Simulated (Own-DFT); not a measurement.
# Misfit strain and the stress it brings: wurtzite GaN, 72 atoms (Ga36N36)

No measurement is shown. These are fixed-geometry runs of a retired plane-wave code named Own-DFT, which no person has reviewed; spin and spin-orbit coupling are neglected.

Method: PBE; PseudoDojo norm-conserving scalar-relativistic files (stringent for Ga); cutoff 96 hartree; 4 x 4 x 3 k mesh centred on Gamma; Gaussian smearing of 0.01 eV.

Known weak points: forces not confirmed at this smearing and k mesh; stress not checked against mesh or cutoff.

Unstrained cell vectors in Å: (9.567, 0.000, 0.000); (-4.784, 8.285, 0.000); (0.000, 0.000, 10.370). The unstrained cell has measured lattice constants (interpolated for alloys), not those of this functional. That, the random moves and any unrelaxed bonds set the pressure at no strain. Each run strains x and y alike by e, as a substrate would, and holds the height along z. Random moves of width 0.05 Å per axis were added to every atom. Stress is positive in tension.

| e (%) | u (Å) | (s_xx + s_yy)/2 (GPa) | s_zz (GPa) |
|---|---|---|---|
| -2.25 | 0.053 | -21.15 | -10.30 |
| -1.75 | 0.051 | -17.78 | -9.51 |
| -0.75 | 0.049 | -11.33 | -7.92 |
| 0.25 | 0.048 | -5.07 | -7.17 |
| 0.50 | 0.050 | -4.57 | -6.41 |
| 0.75 | 0.050 | -2.98 | -6.82 |
| 1.25 | 0.051 | -1.69 | -3.52 |
| 2.25 | 0.051 | 3.66 | -5.47 |
| 2.50 | 0.052 | ? | ? |
| 2.75 | 0.050 | 5.75 | -3.66 |

## What the rows give

With e as a fraction, the in-plane stress is -7.1 + 549 e - 3233 e² GPa (errors 11 and 669, scatter 0.49), and s_zz is -7.2 + 128 e GPa (slope ± 20, scatter 0.94). At e = 0 the first slope is C11 + C12 and the second 2 C13, both with the ions held to the strained lattice and at the cell's own pressure. The term in e² is negative: the layer stiffens under compression and softens under tension. A free layer would change its height as e changes, and the in-plane slope would drop by 2 C13²/C33 to the biaxial modulus. At fixed height, a misfit of 1 % moves the in-plane stress by about 5.5 GPa and s_zz by 1.3 GPa.

## Test on the hidden row

Asked: what are the two stresses at e = 2.50 %?

From the fit: 4.6 and -4.0 GPa. The calculation gave 4.55 and -3.97 GPa.
